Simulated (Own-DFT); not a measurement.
GaN (wurtzite, strained, atoms displaced) (calculated)

Computed with Own-DFT development build. A calculation, not a measurement: plane-wave PBE density functional theory by an unreviewed code, no spin, of a simulated periodic cell, stress positive in tension, free energy of the whole cell less one offset for each atom, forces on such cells passed a denser k mesh, this cell's mesh not checked; offsets are fitted by least squares, one for each functional and potential file, so energies compare only between cells with the same atoms and settings and are not formation energies; the far tail of each file's local potential was reset to the Coulomb form; each entry is a single point on an unrelaxed cell, so the pressure reflects the starting lattice, mostly measured values (interpolated for alloys), from which strain is counted, and rises with the displacements; printed positions are rounded, which can move forces by about a meV/angstrom; the program, named Own-DFT, is a retired in-house code; no spin-orbit coupling.

Settings shared by all entries: functional PBE; potential files PseudoDojo norm-conserving, scalar-relativistic, standard set with the stringent files for Ga; wave cutoff 96 hartree; occupations Gaussian; smearing width 0.01 eV; k mesh 3 x 4 x 3 centred on Gamma.

(1) GaN (wurtzite, strained, atoms displaced)

```
cell vectors (Å)
  12.7560     0.0000    -0.1276
  -4.7835     8.2853     0.0478
  -0.1037     0.0000    10.3700
atoms (fractions of the cell vectors)
Ga  0.08123  0.21876  0.99502
Ga  0.17145  0.11067  0.25307
N   0.08189  0.22051  0.18609
N   0.16162  0.10754  0.44400
Ga  0.08352  0.22566  0.49312
Ga  0.16515  0.10138  0.74982
N   0.08776  0.21554  0.69037
N   0.16320  0.10496  0.94326
Ga  0.07818  0.55317  0.00585
Ga  0.16388  0.44590  0.25569
N   0.08668  0.56249  0.18109
N   0.16872  0.44648  0.44199
Ga  0.08382  0.54988  0.50098
Ga  0.16191  0.44688  0.75800
N   0.08509  0.55909  0.68632
N   0.16456  0.45120  0.93793
Ga  0.08364  0.88329  0.00244
Ga  0.16697  0.77033  0.24780
N   0.08530  0.88714  0.19119
N   0.16923  0.78363  0.43328
Ga  0.08240  0.89445  0.50079
Ga  0.16289  0.76398  0.74666
N   0.08275  0.89145  0.69547
N   0.16351  0.78101  0.94175
Ga  0.33074  0.22120  0.00400
Ga  0.42339  0.12160  0.25368
N   0.33753  0.22916  0.18707
N   0.41856  0.11532  0.43631
Ga  0.33758  0.22126  0.49630
Ga  0.42129  0.10921  0.74667
N   0.33011  0.21542  0.68646
N   0.42402  0.11138  0.94669
Ga  0.33180  0.55681  0.99154
Ga  0.41760  0.42718  0.24185
N   0.32947  0.54904  0.18895
N   0.42207  0.44356  0.43801
Ga  0.33058  0.55503  0.50089
Ga  0.42123  0.45178  0.73986
N   0.33328  0.55719  0.69004
N   0.40979  0.44417  0.92899
Ga  0.32857  0.88748  0.00339
Ga  0.41705  0.77558  0.24642
N   0.33320  0.90018  0.19885
N   0.41889  0.77613  0.44820
Ga  0.33501  0.88913  0.51037
Ga  0.40556  0.77763  0.75101
N   0.33010  0.88589  0.69599
N   0.41277  0.77385  0.94325
Ga  0.58968  0.22669  0.00664
Ga  0.66160  0.10531  0.24511
N   0.58002  0.22353  0.18474
N   0.66352  0.11169  0.43318
Ga  0.57652  0.21277  0.49823
Ga  0.66908  0.11510  0.74627
N   0.57429  0.21659  0.68806
N   0.66521  0.10421  0.93726
Ga  0.58198  0.55609  0.99715
Ga  0.66585  0.45188  0.25748
N   0.58841  0.55526  0.19376
N   0.66394  0.44288  0.43814
Ga  0.59012  0.55507  0.50242
Ga  0.67428  0.44577  0.74600
N   0.57501  0.55159  0.69258
N   0.66699  0.44001  0.93443
Ga  0.58208  0.89288  0.99599
Ga  0.66290  0.78020  0.24703
N   0.57790  0.88777  0.18820
N   0.67755  0.78898  0.44239
Ga  0.58557  0.89448  0.49723
Ga  0.66368  0.77318  0.75188
N   0.57798  0.88891  0.69116
N   0.66782  0.77232  0.93675
Ga  0.82478  0.22674  0.00312
Ga  0.91808  0.10972  0.25751
N   0.82476  0.21053  0.18777
N   0.92333  0.11373  0.44078
Ga  0.83539  0.21975  0.50448
Ga  0.91372  0.10935  0.75101
N   0.83565  0.22873  0.69411
N   0.90894  0.10686  0.92937
Ga  0.83638  0.55942  0.99753
Ga  0.91415  0.45038  0.24580
N   0.84716  0.55725  0.18947
N   0.92137  0.44930  0.44389
Ga  0.83635  0.56004  0.50392
Ga  0.91357  0.44747  0.75003
N   0.83481  0.55619  0.68286
N   0.91665  0.44398  0.93422
Ga  0.82849  0.89796  0.99759
Ga  0.91709  0.77802  0.24815
N   0.82873  0.88571  0.18901
N   0.91254  0.78598  0.44443
Ga  0.83783  0.88209  0.50068
Ga  0.92047  0.78330  0.75336
N   0.83908  0.88742  0.67966
N   0.92097  0.77944  0.94008
```

| Quantity | Value |
| --- | --- |
| free energy of cell above offsets | -4.337 eV |
| pressure | 7.21 GPa |
| stress xx | -7.44 GPa |
| stress yy | -7.36 GPa |
| stress zz | -6.83 GPa |
| stress yz | -0.11 GPa |
| stress xz | -2.04 GPa |
| stress xy | -0.22 GPa |

Force:
```csv
element,x (eV/Å),y (eV/Å),z (eV/Å)
Ga,-0.343,0.191,0.29
Ga,-0.872,-0.229,-0.233
N,0.02,0.147,0.494
N,1.016,1.274,-1.288
Ga,1.202,-0.082,2.093
Ga,0.507,1.824,0.824
N,-1.929,1.211,-0.268
N,0.207,0.456,-0.368
Ga,0.666,0.544,-1.969
Ga,0.78,-0.348,-1.307
N,-0.28,-1.788,2.14
N,-0.501,-0.185,-0.651
Ga,-0.173,1.634,-0.273
Ga,1.452,-1.269,-1.594
N,-0.673,-1.821,-0.055
N,-0.239,-0.92,0.792
Ga,-0.764,1.028,0.508
Ga,-0.264,1.774,0.73
N,-0.401,0.246,0.076
N,-0.119,-0.706,1.57
Ga,0.666,-1.243,0.447
Ga,-1.083,2.697,1.42
N,0.963,-2.041,-1.403
N,1.194,-1.345,-0.923
Ga,0.672,-0.042,-1.788
Ga,-0.53,-1.249,-0.716
N,-0.258,-3.472,-0.231
N,-0.275,-1.265,0.44
Ga,-1.298,0.354,1.079
Ga,-2.518,-0.002,2.145
N,0.643,0.458,0.06
N,-1.245,-0.021,-1.013
Ga,0.074,-0.761,1.449
Ga,-1.231,4.826,2.164
N,0.492,0.256,-0.215
N,-0.703,0.181,-0.287
Ga,1.726,0.014,0.23
Ga,-2.214,-2.574,1.184
N,-1.048,-0.086,-0.109
N,1.175,-0.213,1.082
Ga,0.584,0.604,0.529
Ga,-1.305,-0.517,0.946
N,0.971,-1.03,-1.144
N,-0.721,0.374,-1.324
Ga,-0.31,-0.279,-1.749
Ga,2.85,-0.775,0.639
N,-1.203,0.703,-0.877
N,-0.221,1.123,-0.633
Ga,-0.625,-0.606,-1.57
Ga,-0.251,0.793,0.64
N,1.137,0.979,1.611
N,0.714,0.443,0.544
Ga,1.086,1.287,0.41
Ga,-0.55,-0.869,0.389
N,2.587,1.456,-0.889
N,-0.686,1.263,-0.36
Ga,0.026,-1.053,0.096
Ga,2.186,-1.063,-0.971
N,-1.54,0.65,-1.624
N,1.388,-0.264,0.942
Ga,-1.624,0.979,-0.043
Ga,-1.789,-0.553,0.388
N,3.563,1.182,-1.206
N,0.115,0.863,0.334
Ga,0.105,-1.508,0.216
Ga,0.68,-0.168,1.065
N,0.615,-0.167,-0.739
N,-1.655,-1.218,-0.813
Ga,0.672,-0.869,0.906
Ga,0.046,0.829,-1.112
N,0.553,0.204,-0.069
N,-1.213,0.509,0.31
Ga,1.814,-0.526,-0.554
Ga,-0.243,-0.13,-1.302
N,0.692,1.403,0.362
N,-1.734,-0.471,0.115
Ga,-0.411,0.293,-0.729
Ga,1.256,-0.069,-1.431
N,-0.186,-0.55,-1.041
N,0.105,1.277,1.801
Ga,-0.362,-0.058,0.225
Ga,3.634,-2.731,2.033
N,-4.778,1.509,-1.279
N,-0.825,-0.794,-0.984
Ga,0.035,-0.22,-1.662
Ga,1.215,0.117,-0.181
N,-0.36,0.543,1.293
N,-0.584,-0.011,0.649
Ga,1.675,-0.933,0.763
Ga,0.083,0.547,0.382
N,0.303,0.35,-0.317
N,3.888,-2.509,-2.214
Ga,-2.759,2.57,0.435
Ga,-0.128,-0.321,0.062
N,-1.587,0.009,2.23
N,-1.424,-0.047,-0.021
```

(2) GaN (wurtzite, strained, atoms displaced)

```
cell vectors (Å)
  12.7560     0.0000     0.0000
  -4.7835     8.2853    -0.0829
   0.0000    -0.1037    10.3700
atoms (fractions of the cell vectors)
Ga  0.08354  0.22647  0.99142
Ga  0.16616  0.11842  0.24712
N   0.07994  0.21637  0.19104
N   0.16748  0.10984  0.43555
Ga  0.08626  0.21762  0.49704
Ga  0.16723  0.10122  0.74125
N   0.09004  0.23718  0.69787
N   0.17034  0.10753  0.93626
Ga  0.08590  0.55965  0.00456
Ga  0.17024  0.44738  0.24199
N   0.08632  0.56429  0.19578
N   0.16974  0.44538  0.43244
Ga  0.08245  0.53914  0.49607
Ga  0.16771  0.45164  0.74543
N   0.08455  0.55622  0.69380
N   0.17685  0.45430  0.93652
Ga  0.08216  0.89094  0.00020
Ga  0.17328  0.77725  0.24671
N   0.07772  0.88553  0.18474
N   0.17318  0.76859  0.44144
Ga  0.08618  0.89404  0.49344
Ga  0.16560  0.77187  0.75129
N   0.08702  0.89117  0.68953
N   0.17071  0.76821  0.93873
Ga  0.33991  0.22815  0.00578
Ga  0.42001  0.12187  0.25379
N   0.32543  0.21441  0.18574
N   0.41560  0.11906  0.43951
Ga  0.33256  0.22337  0.49176
Ga  0.41857  0.11110  0.74996
N   0.33434  0.22926  0.68493
N   0.42265  0.11074  0.93754
Ga  0.32825  0.54948  0.99610
Ga  0.41491  0.44368  0.24348
N   0.32884  0.54513  0.18933
N   0.41026  0.44175  0.43832
Ga  0.33863  0.56228  0.48937
Ga  0.42179  0.44402  0.74687
N   0.33294  0.55101  0.68419
N   0.41484  0.44366  0.94110
Ga  0.33376  0.89133  0.99877
Ga  0.41549  0.78596  0.24721
N   0.32860  0.88828  0.17795
N   0.42193  0.77629  0.43758
Ga  0.32984  0.88843  0.49872
Ga  0.42693  0.77859  0.75014
N   0.34208  0.89502  0.69341
N   0.41553  0.77334  0.93861
Ga  0.58903  0.21786  0.00582
Ga  0.67250  0.12967  0.25982
N   0.57561  0.22687  0.18890
N   0.66638  0.10007  0.44374
Ga  0.58041  0.21679  0.50055
Ga  0.67279  0.11955  0.74329
N   0.58610  0.21736  0.69615
N   0.66669  0.10525  0.94518
Ga  0.58146  0.55641  0.00087
Ga  0.66027  0.43973  0.24600
N   0.57919  0.55248  0.18266
N   0.66711  0.45423  0.44372
Ga  0.58614  0.54941  0.49566
Ga  0.66429  0.43485  0.75080
N   0.58010  0.56014  0.69050
N   0.66017  0.43556  0.93216
Ga  0.58133  0.89091  0.00177
Ga  0.67248  0.78570  0.24274
N   0.58147  0.88739  0.19569
N   0.66791  0.77750  0.43969
Ga  0.58465  0.88784  0.49462
Ga  0.66483  0.77981  0.74597
N   0.57850  0.88335  0.69091
N   0.67016  0.78059  0.94363
Ga  0.82998  0.21131  0.99747
Ga  0.92594  0.12175  0.25742
N   0.83513  0.22519  0.19545
N   0.91276  0.11471  0.43518
Ga  0.83215  0.22355  0.49256
Ga  0.92159  0.10758  0.74554
N   0.83179  0.21454  0.67753
N   0.91314  0.11739  0.93878
Ga  0.84093  0.56350  0.00802
Ga  0.91599  0.44545  0.25075
N   0.83009  0.54105  0.19669
N   0.91587  0.44234  0.43248
Ga  0.83605  0.56141  0.50259
Ga  0.91654  0.43835  0.75051
N   0.83239  0.54510  0.68329
N   0.91365  0.43621  0.94209
Ga  0.82733  0.89285  0.00246
Ga  0.91371  0.77444  0.24550
N   0.82835  0.89259  0.18337
N   0.91348  0.77644  0.43585
Ga  0.83341  0.89584  0.50089
Ga  0.91875  0.78213  0.74417
N   0.83076  0.89073  0.68452
N   0.91506  0.78059  0.94583
```

| Property | Result |
| --- | --- |
| free energy of cell above offsets | -4.457 eV |
| pressure | 7.16 GPa |
| stress xx | -8.43 GPa |
| stress yy | -7.46 GPa |
| stress zz | -5.61 GPa |
| stress yz | -1.62 GPa |
| stress xz | 0.66 GPa |
| stress xy | -1.1 GPa |

Force:
```csv
element,x (eV/Å),y (eV/Å),z (eV/Å)
Ga,0.692,-0.292,0.283
Ga,0.257,-1.757,-0.189
N,0.148,1.502,-1.458
N,-0.16,-0.201,-0.215
Ga,-1.053,1.335,0.836
Ga,-0.052,3.035,1.723
N,0.237,-3.003,-1.818
N,-0.573,0.537,-0.138
Ga,0.008,-1.127,-0.193
Ga,-1.081,-0.649,0.875
N,0.015,-1.948,-1.207
N,0.469,-1.216,0.068
Ga,-0.956,1.327,0.715
Ga,1.501,0.921,0.891
N,-0.892,-0.592,-1.527
N,-3.01,-1.985,-0.223
Ga,0.848,-0.092,-0.37
Ga,-1.719,1.111,0.984
N,0.844,0.269,1.083
N,-2.274,0.143,-0.823
Ga,0.419,-1.771,0.219
Ga,0.911,1.186,0.05
N,-0.375,-1.771,-1.278
N,-1.738,1.224,-0.27
Ga,-0.083,-0.964,-1.857
Ga,-1.275,-1.675,-0.608
N,0.995,0.791,1.035
N,1.201,-1.315,-0.407
Ga,-0.485,0.955,1.651
Ga,-0.579,0.526,0.394
N,0.804,-1.56,-0.408
N,-0.651,0.287,0.572
Ga,2.107,1.668,0.959
Ga,0.137,-0.081,0.969
N,0.266,1.819,-0.838
N,1.783,0.069,-1.215
Ga,-0.671,-0.741,1.719
Ga,-1.82,0.166,0.717
N,0.075,0.795,-0.109
N,0.461,0.014,-0.564
Ga,0.662,0.003,-1.434
Ga,0.596,-0.977,0.046
N,1.142,1.139,2.049
N,-1.578,1.229,-0.746
Ga,1.902,0.404,1.304
Ga,-2.715,-1.487,0.506
N,-0.899,-1.299,-0.984
N,0.179,0.284,0.274
Ga,-1.131,0.631,-1.384
Ga,0.029,-1.858,-1.168
N,1.872,-0.887,0.437
N,-1.476,2.065,-0.614
Ga,0.45,0.837,0.737
Ga,0.486,-1.967,1.251
N,-1.156,0.233,-1.952
N,-0.103,0.465,-1.312
Ga,0.522,-0.163,-1.273
Ga,0.113,1.798,1.012
N,0.519,0.454,1.19
N,2.563,-2.777,-1.563
Ga,-3.296,1.825,1.286
Ga,-0.347,1.687,-0.31
N,2.031,-0.571,-0.82
N,0.853,0.832,1.875
Ga,0.202,-1.103,0.532
Ga,-1.397,-1.19,1.426
N,-0.328,1.303,-0.744
N,0.227,-0.354,-0.661
Ga,0.247,-1.306,1.128
Ga,0.245,-0.085,1.055
N,2.04,2.165,-1.315
N,-1.476,-0.672,-1.242
Ga,-1.155,1.814,1.608
Ga,-1.645,-1.285,-1.528
N,0.065,-0.472,-0.835
N,1.73,-0.373,1.323
Ga,0.068,0.556,0.683
Ga,-0.902,1.122,0.517
N,0.712,0.653,1.103
N,2.364,-1.313,-1.083
Ga,-0.913,-1.376,-1.045
Ga,1.448,-0.059,-0.167
N,-1.694,1.6,-1.124
N,-0.203,0.349,1.336
Ga,0.258,-0.575,-0.912
Ga,-0.035,0.013,0.171
N,-0.297,1.075,1.244
N,0.184,0.738,-0.157
Ga,1.571,0.525,-0.609
Ga,-0.383,0.205,0.234
N,1.95,0.535,1.169
N,0.497,0.914,0.206
Ga,0.068,-0.674,-0.948
Ga,-0.288,-1.128,0.954
N,0.936,-0.454,0.6
N,-0.04,0.012,-1.351
```

(3) GaN (wurtzite, strained, atoms displaced)

```
cell vectors (Å)
  12.7560    -0.1276     0.0000
  -4.8664     8.3331     0.0000
   0.0000     0.0000    10.3700
atoms (fractions of the cell vectors)
Ga  0.07471  0.22286  0.99836
Ga  0.15796  0.11121  0.25979
N   0.08639  0.22430  0.18427
N   0.16321  0.10186  0.44135
Ga  0.08118  0.23109  0.50365
Ga  0.16185  0.10119  0.75295
N   0.07563  0.20677  0.69041
N   0.16354  0.11231  0.93334
Ga  0.08102  0.54876  0.99297
Ga  0.16826  0.44223  0.24692
N   0.08414  0.55912  0.19050
N   0.17221  0.45299  0.44928
Ga  0.09421  0.56365  0.49595
Ga  0.16869  0.45238  0.75405
N   0.07967  0.55196  0.69323
N   0.16685  0.44117  0.94070
Ga  0.07640  0.88808  0.99631
Ga  0.16762  0.77799  0.24744
N   0.08540  0.88481  0.18745
N   0.17053  0.77633  0.43538
Ga  0.08432  0.89853  0.50013
Ga  0.16809  0.77770  0.75062
N   0.08188  0.87904  0.68400
N   0.16664  0.78399  0.94355
Ga  0.32815  0.21703  0.00113
Ga  0.41267  0.10991  0.24920
N   0.33942  0.22874  0.19516
N   0.41918  0.12097  0.43725
Ga  0.33107  0.21283  0.50813
Ga  0.41714  0.11728  0.75817
N   0.33123  0.21845  0.69266
N   0.41895  0.11013  0.93838
Ga  0.32426  0.54223  0.99540
Ga  0.41814  0.44644  0.25611
N   0.33245  0.55345  0.18552
N   0.41199  0.43315  0.44182
Ga  0.33612  0.56092  0.50510
Ga  0.41337  0.44949  0.74834
N   0.33281  0.55032  0.68183
N   0.42062  0.44058  0.93673
Ga  0.32849  0.88443  0.99828
Ga  0.42457  0.77642  0.25898
N   0.33220  0.88379  0.18473
N   0.41785  0.78551  0.43312
Ga  0.33321  0.89141  0.49589
Ga  0.41041  0.77938  0.75434
N   0.32861  0.88115  0.69070
N   0.42512  0.78896  0.94160
Ga  0.58027  0.22091  0.99925
Ga  0.66335  0.10084  0.25156
N   0.58254  0.22290  0.19200
N   0.66332  0.10731  0.43463
Ga  0.58351  0.22108  0.48709
Ga  0.67363  0.12403  0.74899
N   0.59021  0.21818  0.69880
N   0.66716  0.11684  0.93909
Ga  0.57922  0.55110  0.00157
Ga  0.66639  0.43600  0.25385
N   0.59510  0.56380  0.18493
N   0.65919  0.44041  0.44191
Ga  0.58466  0.55086  0.49686
Ga  0.66411  0.44654  0.75475
N   0.57698  0.54796  0.69034
N   0.65848  0.44204  0.93737
Ga  0.58705  0.89914  0.99529
Ga  0.66266  0.77726  0.25425
N   0.58760  0.88927  0.19385
N   0.66304  0.77724  0.44296
Ga  0.58282  0.89033  0.50119
Ga  0.66496  0.77688  0.74636
N   0.58010  0.88888  0.69964
N   0.65747  0.76406  0.93670
Ga  0.83657  0.22901  0.00361
Ga  0.91757  0.11146  0.24459
N   0.82661  0.21286  0.18568
N   0.91744  0.11387  0.44497
Ga  0.83051  0.22128  0.49844
Ga  0.91344  0.11232  0.75160
N   0.82960  0.21238  0.68003
N   0.91217  0.10747  0.93233
Ga  0.83279  0.55315  0.00071
Ga  0.91276  0.44899  0.24838
N   0.82396  0.54393  0.18770
N   0.91490  0.44182  0.43605
Ga  0.83702  0.55767  0.49368
Ga  0.91455  0.44112  0.74851
N   0.83120  0.54721  0.68650
N   0.91297  0.44065  0.94317
Ga  0.82299  0.87093  0.99842
Ga  0.91424  0.76929  0.25613
N   0.83678  0.89471  0.18999
N   0.92386  0.78099  0.43360
Ga  0.82934  0.88304  0.49923
Ga  0.92407  0.78084  0.74789
N   0.82634  0.88777  0.68065
N   0.91865  0.77515  0.93561
```

| Quantity | Value |
| --- | --- |
| pressure | — |
| stress zz | — |

To be estimated
1. GaN (wurtzite, strained, atoms displaced) (entry 3): pressure?
2. Give the missing stress zz for GaN (wurtzite, strained, atoms displaced) (entry 3).
3. Give the table of force values for GaN (wurtzite, strained, atoms displaced) (entry 3).

Answers
1. 6.9 GPa
2. -7.27 GPa
3. 
Force:
```csv
element,x (eV/Å),y (eV/Å),z (eV/Å)
Ga,1.278,-1.23,-0.358
Ga,1.877,-0.528,-1.497
N,-0.573,-0.074,0.39
N,-0.583,2.797,0.009
Ga,0.869,-0.804,0.504
Ga,-0.093,0.656,-1.015
N,0.67,1.744,0.078
N,-0.383,-0.211,1.411
Ga,-0.28,1.539,1.409
Ga,-0.745,0.909,0.825
N,0.119,-1.361,-0.766
N,0.118,-1.138,-1.839
Ga,-1.905,-0.692,0.809
Ga,0.067,-1.66,-1.167
N,0.721,0.354,-0.537
N,-1.54,-0.089,-0.912
Ga,1.546,0.862,1.369
Ga,0.283,0.196,-0.039
N,-1.272,0.632,0.062
N,-1.211,0.909,0.209
Ga,1.189,-2.477,0.23
Ga,-0.708,-0.48,0.481
N,0.509,0.977,0.302
N,-0.59,-1.426,-1.237
Ga,0.626,0.302,0.449
Ga,0.4,-0.492,-0.347
N,-1.482,-0.818,-0.978
N,-0.123,-1.686,0.184
Ga,-0.453,0.77,-0.515
Ga,1.035,-0.544,-1.348
N,-0.21,0.062,0.078
N,-1.52,-0.411,0.919
Ga,2.85,2.23,1.125
Ga,0.411,0.167,-0.762
N,0.65,0.271,0.405
N,-0.407,1.265,0.238
Ga,1.039,-0.085,-1.694
Ga,1.012,-1.176,0.5
N,-1.098,1.001,2.179
N,-2.324,-0.489,-0.083
Ga,1.312,0.668,0.662
Ga,-1.62,-0.176,-3.073
N,0.773,0.559,0.834
N,0.269,-0.762,2.366
Ga,0.349,0.611,0.658
Ga,1.494,-0.004,0.041
N,0.117,1.381,-0.906
N,-1.82,-2.158,-0.353
Ga,0.668,0.389,0.641
Ga,-0.574,1.391,-0.608
N,0.401,-1.139,-0.421
N,0.219,0.305,0.598
Ga,0.334,-0.281,2.347
Ga,0.251,-2.321,1.006
N,-2.99,1.239,-2.032
N,0.64,0.414,0.104
Ga,0.392,0.134,0.274
Ga,-1.708,0.499,-0.229
N,-0.972,-0.96,1.351
N,2.028,0.674,-0.814
Ga,-1.607,0.313,1.245
Ga,0.282,-0.548,-1.004
N,0.623,0.739,-0.85
N,1.471,0.32,0.789
Ga,1.001,-0.769,0.742
Ga,1.421,0.042,-0.397
N,-0.524,-0.62,-1.361
N,0.099,-0.481,-0.519
Ga,-0.051,-0.041,1.421
Ga,-0.649,-0.605,0.366
N,0.127,0.186,-1.511
N,0.139,1.664,-0.128
Ga,-0.511,-1.891,-0.38
Ga,-0.541,0.374,1.153
N,0.836,1.238,0.827
N,-0.294,-0.535,-1.622
Ga,0.342,-0.014,-0.667
Ga,0.003,-0.929,-1.129
N,0.588,1.534,1.081
N,-0.452,-0.307,1.445
Ga,-1.016,-0.273,-0.37
Ga,1.369,-1.209,0.011
N,0.991,1.583,-0.132
N,0.447,0.541,0.099
Ga,-0.34,-0.507,1.126
Ga,-0.469,-0.558,-0.083
N,-0.216,1.098,-0.022
N,0.275,0.782,-1.178
Ga,0.099,1.151,0.271
Ga,-0.152,0.85,-2.246
N,0.246,-1.495,-0.263
N,-1.476,-0.655,1.407
Ga,0.563,0.91,-0.48
Ga,-2.152,-1.262,-0.38
N,1.684,-0.2,1.406
N,-1.492,-0.661,-0.182
```

Further results for GaN (wurtzite, strained, atoms displaced) (entry 3):

| Quantity | Value |
| --- | --- |
| free energy of cell above offsets | -5.160 eV |
| stress xx | -7.68 GPa |
| stress yy | -5.75 GPa |
| stress yz | 0.53 GPa |
| stress xz | -0.55 GPa |
| stress xy | -2.89 GPa |
